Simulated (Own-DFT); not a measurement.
# Response to strain: grey tin, 32 atoms (Sn32)

These are calculations, not measurements. They come from Own-DFT, an in-house plane-wave density functional program, since retired, whose code no person has reviewed. Each row is one single-point run on a periodic cell that was not relaxed, without spin or spin-orbit coupling.

Settings of every run: PBE; PseudoDojo norm-conserving scalar-relativistic files; cutoff 42 hartree; 3 x 3 x 5 k mesh centred on Gamma; cold (Marzari-Vanderbilt) smearing of 0.2 eV.

Known limits: forces on such cells failed a check on a denser k mesh; stress not checked against mesh or cutoff.

Unstrained cell vectors in Å: (12.978, 0.000, 0.000); (0.000, 12.978, 0.000); (0.000, 0.000, 6.489). The unstrained cell has measured lattice constants (interpolated for alloys), not those of this functional. That, the random moves and any unrelaxed bonds set the pressure at no strain. Each run strains this cell uniformly, with the atoms carried along. Every atom was also moved at random, by a Gaussian of width 0.05 Å on each axis. Strain is the symmetric tensor, in per cent. Stress is positive in tension, and the pressure is minus a third of its trace.

| run | e_xx (%) | e_yy (%) | e_zz (%) | s_xx (GPa) | s_yy (GPa) | s_zz (GPa) | P (GPa) | E (meV/atom) |
|---|---|---|---|---|---|---|---|---|
| 1 | -3.00 | -3.00 | 0.00 | -7.49 | -7.60 | -6.53 | 7.21 | 85.1 |
| 2 | -1.75 | -1.75 | 0.00 | -5.74 | -5.72 | -5.31 | 5.59 | 55.0 |
| 3 | 0.50 | 0.50 | 0.00 | -3.11 | -3.05 | -3.28 | 3.14 | 17.8 |
| 4 | 2.00 | 2.00 | 0.00 | -1.57 | -1.58 | -2.06 | 1.73 | 0.0 |
| 5 | -0.25 | -0.25 | 0.00 | -3.82 | -3.86 | -3.81 | 3.83 | 20.1 |
| 6 | -2.25 | -2.25 | 0.00 | -6.45 | -6.60 | -5.77 | 6.27 | 69.4 |
| 7 | -0.75 | -0.75 | 0.00 | -4.46 | -4.37 | -4.28 | 4.37 | 27.9 |
| 8 | 1.50 | 1.50 | 0.00 | ? | ? | ? | ? | ? |

E is the free energy for each atom above the lowest run shown.

## Worked fit

The change of volume is close to e_xx + e_yy + e_zz. A straight line through the runs shown gives P = 3.74 - 55 x (fractional change of volume) GPa, with an error of 2 on the slope and a scatter of 0.19 GPa. The strain isn't the same on all axes, but the crystal is cubic, so the slope still estimates the bulk modulus, averaged over pressures from 1.7 to 7.2 GPa.

## Withheld run

Question: what pressure should run 8 give? Its volume changes by 3.02 %.

The line gives 2.1 GPa. The calculation gave 2.19 GPa.
